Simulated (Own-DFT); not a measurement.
# How strain changes the stress of hcp Hf, 36 atoms (Hf36)

These are calculations, not measurements. They come from Own-DFT, an in-house plane-wave density functional program, since retired, whose code no person has reviewed. Each row is one single-point run on a periodic cell that was not relaxed, without spin or spin-orbit coupling.

Settings of every run: PBE; PseudoDojo norm-conserving scalar-relativistic files; cutoff 42 hartree; 4 x 4 x 4 k mesh centred on Gamma; cold (Marzari-Vanderbilt) smearing of 0.2 eV.

Known limits: hafnium file: forces about 75 meV/angstrom off all-electron values; forces on such cells passed a denser k mesh, each cell not checked; stress not checked against mesh or cutoff.

Unstrained cell vectors in Å: (9.589, 0.000, 0.000); (-4.795, 8.305, 0.000); (0.000, 0.000, 10.102). The unstrained cell has measured lattice constants (interpolated for alloys), not those of this functional. That, the random moves and any unrelaxed bonds set the pressure at no strain. Each run strains this cell uniformly, with the atoms carried along. Every atom was also moved at random, by a Gaussian of width 0.05 Å on each axis. Strain is the symmetric tensor, in per cent. Stress is positive in tension, and the pressure is minus a third of its trace.

| run | e_xx (%) | e_yy (%) | e_zz (%) | e_yz (%) | e_xz (%) | e_xy (%) | s_xx (GPa) | s_yy (GPa) | s_zz (GPa) | s_yz (GPa) | s_xz (GPa) | s_xy (GPa) | P (GPa) | E (meV/atom) |
|---|---|---|---|---|---|---|---|---|---|---|---|---|---|---|
| 1 | -0.12 | 0.00 | -0.55 | 1.90 | 0.01 | -0.02 | -1.89 | -1.85 | -3.14 | 1.88 | -0.07 | 0.09 | 2.29 | 8.3 |
| 2 | -0.97 | -0.15 | -0.14 | -1.26 | -0.97 | 1.25 | -3.81 | -2.01 | -2.70 | -1.12 | -1.00 | 1.75 | 2.84 | 8.9 |
| 3 | 0.58 | 0.87 | -0.49 | -0.46 | 0.03 | 0.37 | 0.14 | 0.21 | -1.72 | -0.42 | 0.01 | 0.10 | 0.46 | 0.0 |
| 4 | -1.38 | -1.86 | -0.41 | 1.29 | -0.82 | 1.59 | -5.94 | -6.31 | -4.96 | 1.24 | -0.93 | 2.43 | 5.74 | 19.0 |
| 5 | 0.89 | -0.03 | 0.32 | -0.14 | -0.46 | -1.87 | 0.44 | -0.69 | -0.44 | -0.23 | -0.40 | -2.30 | 0.23 | 5.2 |
| 6 | 1.12 | 0.34 | 0.79 | -1.92 | 0.53 | 1.24 | 1.33 | 0.84 | 0.88 | -1.89 | 0.68 | 1.80 | -1.02 | 5.5 |
| 7 | -1.48 | 0.74 | -1.81 | 1.55 | -0.66 | 1.63 | -4.97 | -2.64 | -6.14 | 1.62 | -0.78 | 1.91 | 4.58 | 19.8 |
| 8 | -0.30 | -1.60 | -1.28 | -0.09 | 1.83 | 0.03 | -4.07 | -5.76 | -6.02 | -0.13 | 1.84 | 0.16 | 5.29 | 24.3 |
| 9 | 1.98 | -0.92 | -0.35 | -0.15 | -0.54 | 1.52 | 1.70 | -2.41 | -1.32 | -0.19 | -0.55 | 1.95 | 0.68 | 1.9 |
| 10 | 0.30 | 1.98 | 1.08 | 1.54 | 1.97 | 0.46 | 1.18 | 3.39 | 1.85 | 1.44 | 1.89 | 0.18 | -2.14 | 6.0 |
| 11 | 0.26 | 1.99 | -1.17 | -1.94 | -1.33 | 1.00 | -0.27 | 1.55 | -2.50 | -1.91 | -1.32 | 1.22 | 0.41 | 11.5 |
| 12 | 1.21 | -1.19 | 1.54 | -1.43 | -0.18 | -0.09 | 1.56 | -2.11 | 1.46 | -1.41 | -0.19 | 0.06 | -0.31 | 3.7 |
| 13 | 0.77 | 1.79 | 0.33 | 0.12 | -1.74 | 1.33 | 1.35 | 2.62 | 0.57 | 0.10 | -1.73 | 1.33 | -1.51 | 7.2 |
| 14 | -0.79 | 0.18 | -0.70 | 0.35 | 1.25 | 1.97 | -3.32 | -2.12 | -3.83 | 0.24 | 1.10 | 2.48 | 3.09 | 14.5 |
| 15 | 0.88 | -1.19 | 1.55 | 0.03 | 0.55 | -0.87 | 0.54 | -1.99 | 1.22 | 0.10 | 0.48 | -1.09 | 0.08 | 5.9 |
| 16 | 0.88 | -1.34 | -0.25 | -1.58 | 1.82 | -1.06 | ? | ? | ? | ? | ? | ? | ? | ? |

E is the free energy for each atom above the lowest run shown.

## Worked fit

Each stress component was fitted by least squares to a constant and the strains of the runs shown, as fractions, with shears doubled. Shear strains stay in the fit of a normal stress only where such slopes are resolved. The slopes, in GPa:

| stress | at no strain | per e_xx | per e_yy | per e_zz | scatter |
|---|---|---|---|---|---|
| s_xx | -1.5 | 205 ± 6 | 67 ± 4 | 63 ± 6 | 0.19 |
| s_yy | -1.5 | 57 ± 7 | 194 ± 5 | 83 ± 7 | 0.21 |
| s_zz | -1.8 | 83 ± 5 | 67 ± 3 | 201 ± 5 | 0.16 |

Each shear stress against twice its own strain: yz 49 ± 1, xz 50 ± 1, xy 64 ± 2 GPa. These are stiffnesses along x, y and z of the frame in which the cell vectors are given, which need not be the crystal's axes. The atoms are held to the strained lattice; where symmetry lets them move under strain, relaxing them would lower some slopes. The table should be nearly symmetric about its diagonal, and what it lacks of that shows the noise. A ninth of its sum, 114 ± 1 GPa, estimates the bulk modulus near the mean pressure of these runs, 1.4 GPa.

## Withheld run

Question: what normal stresses and pressure should run 16 give?

The fit gives s_xx = -0.7, s_yy = -3.8, s_zz = -2.5 and P = 2.3 GPa. The calculation gave -0.61, -3.79, -2.43 and P = 2.27 GPa.
